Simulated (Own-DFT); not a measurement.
Hf31SiO64 (monoclinic hafnia with substituted atoms, atoms displaced), Hf16O31 (monoclinic hafnia with two neutral oxygen vacancies, atoms displaced) (calculated)

Computed with Own-DFT development build. A calculation, not a measurement: plane-wave PBE and HSE06 DFT by an unreviewed code, no spin, of a simulated cell at Gamma alone, so results move with cell size and shape, stress positive in tension, energies less offsets, not probed for a lower state with spin; hafnium file: forces about 75 meV/angstrom off all-electron values; oxygen file: force components 24 meV/angstrom off all-electron in a glass; k mesh not checked against a denser one; forces and stress are PBE's, HSE06 gives the energy alone, and its difference from PBE has offsets of its own; offsets are fitted by least squares, one for each functional and potential file, so energies compare only between cells with the same atoms and settings and are not formation energies; the far tail of each file's local potential was reset to the Coulomb form; each entry is a single point on an unrelaxed cell, so the pressure reflects the starting lattice, mostly measured values, from which strain is counted, and rises with the displacements; printed positions are rounded, which can move forces by about a meV/angstrom; the program is a retired in-house code; no spin-orbit coupling.

Settings shared by all entries: first functional PBE; second functional HSE06; exact exchange share 0.25; screening 0.11 1/bohr; exchange divergence Gygi-Baldereschi; potential files PseudoDojo norm-conserving, scalar-relativistic, made for PBE, standard set; wave cutoff 48 hartree; occupations fixed; k mesh 1 x 1 x 1 centred on Gamma.

(1) Hf31SiO64 (monoclinic hafnia with substituted atoms, atoms displaced)

```
cell vectors (Å)
  10.2340     0.0000     0.0000
   0.0000    10.3500     0.0000
  -1.6955     0.0000    10.4453
atoms (fractions of the cell vectors)
Hf  0.14038  0.02347  0.10176
Hf  0.35737  0.27005  0.14107
Hf  0.35762  0.48076  0.39569
Hf  0.14169  0.22616  0.35464
O   0.03674  0.17074  0.16897
O   0.46183  0.41599  0.07502
O   0.46080  0.33212  0.33417
O   0.04504  0.08429  0.42571
O   0.22884  0.38672  0.24170
O   0.27486  0.13674  0.00356
O   0.27619  0.12456  0.26785
O   0.22366  0.36596  0.49124
Hf  0.13726  0.01806  0.61031
Hf  0.36239  0.26796  0.64340
Hf  0.35944  0.48059  0.89145
Hf  0.13311  0.22214  0.84673
O   0.03046  0.16501  0.68013
O   0.46605  0.41416  0.57570
O   0.46598  0.33414  0.82416
O   0.03160  0.08996  0.92201
O   0.22384  0.37267  0.73016
O   0.27596  0.12468  0.50948
O   0.27817  0.12295  0.76315
O   0.22156  0.36689  0.98667
Hf  0.13136  0.52332  0.10434
Hf  0.36384  0.77979  0.14925
Hf  0.37258  0.97617  0.38970
Hf  0.14512  0.72819  0.35634
O   0.03367  0.66487  0.17335
O   0.46298  0.92057  0.07311
O   0.46313  0.83205  0.32309
O   0.03796  0.58875  0.42251
O   0.21732  0.88033  0.24671
O   0.27688  0.62603  0.01163
O   0.27144  0.62569  0.25790
O   0.22711  0.86843  0.49045
Hf  0.13854  0.52177  0.60556
Hf  0.36590  0.77268  0.64614
Hf  0.36437  0.97765  0.90000
Hf  0.13741  0.72646  0.85420
O   0.04658  0.66897  0.67479
O   0.46173  0.91127  0.57778
O   0.46470  0.82865  0.82773
O   0.03900  0.58395  0.92427
O   0.22461  0.87753  0.74141
O   0.28756  0.62656  0.51145
O   0.28003  0.62474  0.76091
O   0.22735  0.87232  0.99378
Hf  0.64075  0.01910  0.10952
Hf  0.85646  0.27315  0.14429
Hf  0.86526  0.47640  0.39515
Hf  0.63898  0.23115  0.35735
O   0.52007  0.16675  0.17362
O   0.96381  0.41888  0.07846
O   0.96192  0.33096  0.33254
O   0.54053  0.07531  0.42941
O   0.73383  0.38057  0.24333
O   0.77535  0.12691  0.01408
O   0.77964  0.12679  0.25705
O   0.72187  0.36958  0.49514
Hf  0.63832  0.01929  0.60899
Hf  0.85688  0.27272  0.63826
Hf  0.86195  0.47210  0.90007
Hf  0.63170  0.23181  0.85676
O   0.53673  0.16581  0.67944
O   0.95730  0.41662  0.57343
O   0.96869  0.32816  0.82536
O   0.54291  0.09373  0.92240
O   0.72711  0.38633  0.73720
O   0.77004  0.13179  0.50818
O   0.77052  0.12522  0.76520
O   0.72014  0.36752  0.98764
Hf  0.63931  0.51741  0.09972
Hf  0.85962  0.77610  0.14278
Si  0.86217  0.97924  0.39203
Hf  0.64445  0.72633  0.34990
O   0.54614  0.66838  0.16587
O   0.96137  0.91259  0.07071
O   0.95967  0.83775  0.33180
O   0.53205  0.57941  0.42000
O   0.72720  0.88258  0.23139
O   0.77882  0.62186  0.00662
O   0.76990  0.61732  0.26109
O   0.72730  0.87019  0.48082
Hf  0.64073  0.52646  0.60189
Hf  0.86232  0.75866  0.64754
Hf  0.85664  0.98665  0.88863
Hf  0.63732  0.73803  0.85059
O   0.53494  0.66594  0.67693
O   0.96849  0.91384  0.57566
O   0.96486  0.82364  0.82414
O   0.53694  0.58390  0.92437
O   0.72687  0.87807  0.74147
O   0.77203  0.63179  0.51082
O   0.77499  0.62449  0.76032
O   0.72721  0.87589  0.99313
```

- PBE energy of cell above offsets: -88.185 eV
- HSE06 less PBE above offsets: 0.273 eV
- PBE pressure: 3.71 GPa
- PBE stress xx: -3.1 GPa
- PBE stress yy: -3.62 GPa
- PBE stress zz: -4.41 GPa
- PBE stress yz: -0.05 GPa
- PBE stress xz: -0.09 GPa
- PBE stress xy: 0.26 GPa

Force:
| element | x (eV/Å) | y (eV/Å) | z (eV/Å) |
| --- | --- | --- | --- |
| Hf | -1.502 | 0.116 | 0.352 |
| Hf | -0.629 | 1.856 | 0.65 |
| Hf | 0.535 | -0.723 | 0.089 |
| Hf | -0.388 | 0.725 | 0.201 |
| O | -0.019 | -0.174 | 0.019 |
| O | 0.59 | 0.011 | 0.198 |
| O | 1.156 | -0.751 | -0.326 |
| O | -2.989 | -1.484 | -0.403 |
| O | -0.709 | -0.499 | -0.462 |
| O | -0.093 | -1.914 | 0.781 |
| O | 0.681 | -0.773 | -1.432 |
| O | -0.209 | 0.55 | -0.444 |
| Hf | 0.407 | 0.112 | -1.285 |
| Hf | 0.082 | 0.438 | -0.448 |
| Hf | 0.165 | -0.399 | 0.93 |
| Hf | 1.397 | 2.076 | 1.448 |
| O | -0.082 | -1.067 | -2.038 |
| O | 0.199 | 0.195 | 0.31 |
| O | -0.755 | 0.718 | 0.175 |
| O | -0.701 | -1.707 | 0.611 |
| O | -0.353 | 1.076 | 0.572 |
| O | 0.229 | -0.01 | 0.544 |
| O | 0.236 | -0.923 | -0.336 |
| O | 0.005 | 0.724 | -0.296 |
| Hf | 1.985 | -0.161 | 0.008 |
| Hf | -0.546 | -2.864 | -1.162 |
| Hf | -2.849 | 1.118 | 1.943 |
| Hf | -0.798 | 0.965 | 0.127 |
| O | -0.92 | 0.937 | 0.43 |
| O | 0.696 | 0.082 | 0.796 |
| O | 1.25 | -0.593 | -0.042 |
| O | -0.552 | -0.872 | 0.516 |
| O | 0.962 | 0.573 | -1.387 |
| O | 0.171 | 0.72 | 0.154 |
| O | 0.675 | 0.194 | 0.333 |
| O | 0.085 | -0.073 | 0.086 |
| Hf | 0.896 | -0.858 | -0.54 |
| Hf | -1.579 | -1.058 | -0.242 |
| Hf | -0.11 | 0.988 | -1.457 |
| Hf | 0.731 | 0.425 | 0.826 |
| O | -1.286 | -0.268 | -0.808 |
| O | 1.87 | 1.351 | -0.266 |
| O | -0.366 | 1.331 | 0.555 |
| O | -1.101 | -0.75 | -0.501 |
| O | 0.208 | 0.327 | 0.406 |
| O | -1.121 | 0.055 | 0.155 |
| O | -0.25 | -0.803 | -0.048 |
| O | -0.166 | 0.247 | -0.147 |
| Hf | -0.155 | 1.724 | -1.143 |
| Hf | 1.709 | -0.818 | 0.344 |
| Hf | 0.127 | 0.468 | -0.212 |
| Hf | -1.456 | 0.222 | -0.41 |
| O | 2.611 | -1.442 | 0.482 |
| O | -0.791 | -0.728 | 0.038 |
| O | 0.727 | -0.249 | -0.405 |
| O | 0.333 | 0.873 | -0.807 |
| O | -1.4 | -0.41 | -0.404 |
| O | 0.408 | 0.107 | 0.082 |
| O | -0.517 | -1.93 | 1.744 |
| O | -0.048 | 0.237 | -1.31 |
| Hf | -0.316 | 0.446 | -0.492 |
| Hf | 0.211 | -0.06 | 1.989 |
| Hf | 0.648 | 0.939 | -1.394 |
| Hf | 1.242 | 0.887 | -0.97 |
| O | 0.14 | -0.859 | -1.232 |
| O | 1.247 | 0.767 | 0.603 |
| O | -1.54 | 1.474 | 0.084 |
| O | -2.396 | -2.92 | 1.114 |
| O | 0.158 | -0.437 | 0.248 |
| O | 0.948 | -1.094 | -0.262 |
| O | 0.569 | -0.208 | -0.86 |
| O | 0.508 | 0.349 | 0.693 |
| Hf | -0.908 | 0.667 | -0.031 |
| Hf | 1.183 | -1.105 | 0.133 |
| Si | 2.451 | -1.624 | 1.544 |
| Hf | -0.959 | -0.605 | 0.116 |
| O | -1.579 | 1.254 | 0.324 |
| O | 1.311 | 0.915 | 0.101 |
| O | -1.572 | 1.723 | 0.006 |
| O | 1.161 | 1.301 | -0.322 |
| O | -0.487 | 0.064 | 1.651 |
| O | -0.053 | 0.951 | 0.543 |
| O | 1.115 | 0.171 | 0.106 |
| O | 1.017 | 1.392 | -0.326 |
| Hf | -1.745 | -1.305 | 0.518 |
| Hf | 1.325 | 2 | -0.16 |
| Hf | 1.211 | -1.096 | 1.522 |
| Hf | 0.298 | -2.335 | 1.3 |
| O | 0.38 | 0.052 | -0.462 |
| O | -1.359 | 0.233 | -0.869 |
| O | -0.684 | 1.384 | 0.504 |
| O | -0.076 | 0.142 | -0.576 |
| O | -0.185 | 0.305 | -0.687 |
| O | 0.464 | -0.529 | -0.468 |
| O | 0.444 | -0.19 | -0.138 |
| O | -0.862 | -0.289 | -0.994 |

(2) Hf16O31 (monoclinic hafnia with two neutral oxygen vacancies, atoms displaced)

```
cell vectors (Å)
  10.2340     0.0000     0.0000
   0.0000    10.3500     0.0000
  -1.6955     0.0000    10.4453
atoms (fractions of the cell vectors)
Hf  0.13957  0.02399  0.10070
Hf  0.35531  0.25574  0.14644
Hf  0.36665  0.48901  0.39055
Hf  0.13087  0.22147  0.36589
O   0.02398  0.16114  0.16907
O   0.46051  0.41552  0.07751
O   0.47316  0.32891  0.33813
O   0.03739  0.06829  0.43138
O   0.22326  0.38115  0.23135
O   0.27078  0.12061  0.01233
O   0.26732  0.12258  0.25830
O   0.21727  0.37759  0.48788
Hf  0.14081  0.02418  0.60292
Hf  0.35892  0.26488  0.64656
Hf  0.34730  0.47665  0.89824
Hf  0.13688  0.23368  0.85472
O   0.03885  0.17375  0.66548
O   0.45428  0.41534  0.57564
O   0.46701  0.34529  0.82914
O   0.04297  0.09511  0.93392
O   0.23050  0.38979  0.73980
O   0.28625  0.13205  0.50816
O   0.28312  0.14328  0.76528
O   0.21819  0.36469  0.99076
Hf  0.13463  0.51603  0.10782
Hf  0.37682  0.77586  0.15232
Hf  0.36543  0.97251  0.39744
Hf  0.14102  0.71972  0.35760
O   0.03331  0.66510  0.17734
O   0.46457  0.91972  0.07574
O   0.46541  0.82184  0.32317
O   0.03086  0.58463  0.41978
O   0.22638  0.87700  0.23763
O   0.28374  0.63756  0.02302
O   0.28294  0.61036  0.24983
O   0.22676  0.86614  0.49476
Hf  0.13170  0.51678  0.60743
Hf  0.37188  0.76557  0.62624
Hf  0.34668  0.97365  0.88994
Hf  0.13799  0.73713  0.86021
O   0.04005  0.66432  0.67523
O   0.45906  0.91208  0.57442
O   0.46198  0.82799  0.82761
O   0.03706  0.59753  0.91946
O   0.22716  0.88575  0.74171
O   0.27650  0.63207  0.51006
O   0.26269  0.61648  0.75060
O   0.23096  0.86194  0.99115
Hf  0.62939  0.00148  0.10404
Hf  0.85720  0.28271  0.16346
Hf  0.86349  0.47959  0.39093
Hf  0.64077  0.24325  0.35347
O   0.53181  0.16729  0.16650
O   0.95771  0.40614  0.08148
O   0.96782  0.33944  0.33778
O   0.52524  0.08313  0.41760
O   0.72065  0.38569  0.22898
O   0.77636  0.12957  0.00752
O   0.76259  0.11275  0.26619
O   0.73470  0.36126  0.49628
Hf  0.63914  0.02116  0.59569
Hf  0.87300  0.26506  0.65689
Hf  0.87995  0.48275  0.89976
Hf  0.62683  0.22706  0.84879
O   0.53761  0.16332  0.68497
O   0.97146  0.42340  0.58580
O   0.96235  0.33729  0.81990
O   0.54487  0.08312  0.92151
O   0.72095  0.38186  0.73274
O   0.78240  0.13303  0.50360
O   0.78174  0.11769  0.76622
O   0.72893  0.35914  0.97571
Hf  0.63506  0.51300  0.09596
Hf  0.85499  0.78466  0.13985
Hf  0.86050  0.97324  0.39036
Hf  0.64529  0.73300  0.35879
O   0.54130  0.66398  0.17989
O   0.97414  0.91274  0.06533
O   0.95720  0.84271  0.32504
O   0.53637  0.57902  0.42156
O   0.72857  0.88656  0.23500
O   0.78534  0.62908  0.01138
O   0.76623  0.62047  0.25903
O   0.73648  0.86898  0.48400
Hf  0.64007  0.51774  0.59918
Hf  0.86353  0.77334  0.64650
Hf  0.86206  0.98093  0.89816
Hf  0.64855  0.72796  0.86286
O   0.53720  0.66893  0.66826
O   0.97214  0.91868  0.57668
O   0.51883  0.58586  0.92296
O   0.77480  0.63630  0.49563
O   0.77415  0.61734  0.75116
O   0.72866  0.88260  0.00064
```

* PBE energy of cell above offsets: -81.265 eV
* HSE06 less PBE above offsets: 1.059 eV
* PBE pressure: 7.05 GPa
* PBE stress xx: -6.88 GPa
* PBE stress yy: -6.87 GPa
* PBE stress zz: -7.41 GPa
* PBE stress yz: 0.45 GPa
* PBE stress xz: -1.27 GPa
* PBE stress xy: -0.62 GPa

Force:
| element | x (eV/Å) | y (eV/Å) | z (eV/Å) |
| --- | --- | --- | --- |
| Hf | -1.045 | -0.685 | 2.321 |
| Hf | 1.846 | 1.757 | 0.579 |
| Hf | -0.85 | -3.054 | 0.824 |
| Hf | 1.509 | 0.712 | -1.769 |
| O | 0.235 | 0.383 | 1.908 |
| O | -0.214 | -0.549 | 0.573 |
| O | -1.891 | 1.052 | -0.897 |
| O | 1.197 | 2.326 | -1.588 |
| O | -0.121 | -1.036 | 1.127 |
| O | 1.544 | 0.577 | -0.666 |
| O | 0.067 | -0.296 | 0.833 |
| O | -0.188 | -1.33 | -0.667 |
| Hf | -0.036 | -1.677 | 0.899 |
| Hf | 1.524 | 3.354 | -0.223 |
| Hf | 2.222 | 1.699 | -0.384 |
| Hf | 0.6 | -0.021 | -0.087 |
| O | 1.518 | -0.789 | 0.741 |
| O | 1.471 | 0.698 | 0.174 |
| O | -0.548 | -0.601 | -0.265 |
| O | -1.539 | -0.707 | -2.302 |
| O | -1.129 | -2.129 | 0.258 |
| O | -1.211 | -0.929 | -0.092 |
| O | -1.118 | -2.523 | 0.702 |
| O | -0.515 | 0.225 | -0.26 |
| Hf | 1.292 | 1.651 | 0.623 |
| Hf | -2.128 | -2.507 | -2.231 |
| Hf | -1.143 | 0.768 | -1.366 |
| Hf | -0.555 | 1.496 | -1.49 |
| O | -0.019 | -0.274 | -0.143 |
| O | -1.899 | -0.924 | -0.503 |
| O | 0.083 | 1.755 | 2.794 |
| O | 0.101 | 0.142 | 0.069 |
| O | 0.184 | 0.001 | 0.651 |
| O | -1.17 | -1.844 | -1.53 |
| O | -1.229 | 1.535 | 1.429 |
| O | -0.509 | 0.64 | -1.307 |
| Hf | 2.699 | 1.293 | -0.342 |
| Hf | -2.431 | -1.422 | 5.283 |
| Hf | 3.515 | 0.619 | 0.032 |
| Hf | 1.538 | -0.976 | -2.23 |
| O | -2.572 | 2.306 | 0.218 |
| O | 2.899 | 2.408 | -0.687 |
| O | 0.631 | 0.441 | 0.211 |
| O | -0.608 | -1.759 | 1.338 |
| O | -0.64 | 0.329 | -0.486 |
| O | 0.067 | -1.188 | -1.97 |
| O | 0.917 | 1.305 | 1.996 |
| O | -0.513 | 1.981 | 0.051 |
| Hf | 1.484 | 7.271 | -0.6 |
| Hf | 0.783 | -5.552 | -4.501 |
| Hf | -1.25 | 2.359 | 2.015 |
| Hf | -0.292 | -3.175 | -0.027 |
| O | -0.305 | 0.003 | 0.335 |
| O | 2.109 | 2.365 | -0.728 |
| O | 0.186 | -1.329 | -0.624 |
| O | 1.434 | -0.066 | 0.667 |
| O | -0.664 | -0.583 | 2.54 |
| O | 0.396 | -0.619 | 1.031 |
| O | 0.844 | 1.387 | -0.576 |
| O | 0.201 | 1.83 | -1.117 |
| Hf | 0.331 | 1.494 | 0.628 |
| Hf | -3.605 | 1.098 | -3.004 |
| Hf | -3.864 | -0.714 | -1.278 |
| Hf | 2.026 | 1.108 | 2.724 |
| O | -0.571 | -1.41 | -3.645 |
| O | -2.682 | -1.568 | -0.646 |
| O | 1.666 | 0.01 | 1.894 |
| O | -2.644 | -2.024 | 0.163 |
| O | 0.593 | -0.341 | 0.1 |
| O | -1.22 | -0.984 | 1.433 |
| O | 0.189 | -0.333 | -1.663 |
| O | 0.054 | 2.676 | 1.938 |
| Hf | -1.77 | 1.51 | -1.425 |
| Hf | 2.63 | -2.53 | 1.523 |
| Hf | -0.762 | 3.114 | 1.329 |
| Hf | -0.096 | -2.294 | -1.638 |
| O | 0.128 | 0.083 | -0.924 |
| O | -0.551 | -0.988 | 0.26 |
| O | 2.673 | -2.791 | -1.202 |
| O | 0.785 | 1.02 | -0.226 |
| O | -0.885 | -2.443 | 1.229 |
| O | -0.814 | 0.36 | -0.399 |
| O | 1.457 | -0.036 | -0.293 |
| O | -1.681 | 0.889 | 1.355 |
| Hf | -0.691 | -0.734 | 1.192 |
| Hf | 1.341 | -0.471 | -0.119 |
| Hf | 0.111 | 2.005 | 0.303 |
| Hf | -2.167 | -0.648 | -1.984 |
| O | 1.416 | -0.599 | 0.091 |
| O | -0.778 | -0.935 | 1.216 |
| O | 2.336 | 0.958 | 0.148 |
| O | 0.202 | -1.177 | 1.891 |
| O | 0.199 | 0.795 | 0.912 |
| O | -0.121 | -2.222 | -2.443 |
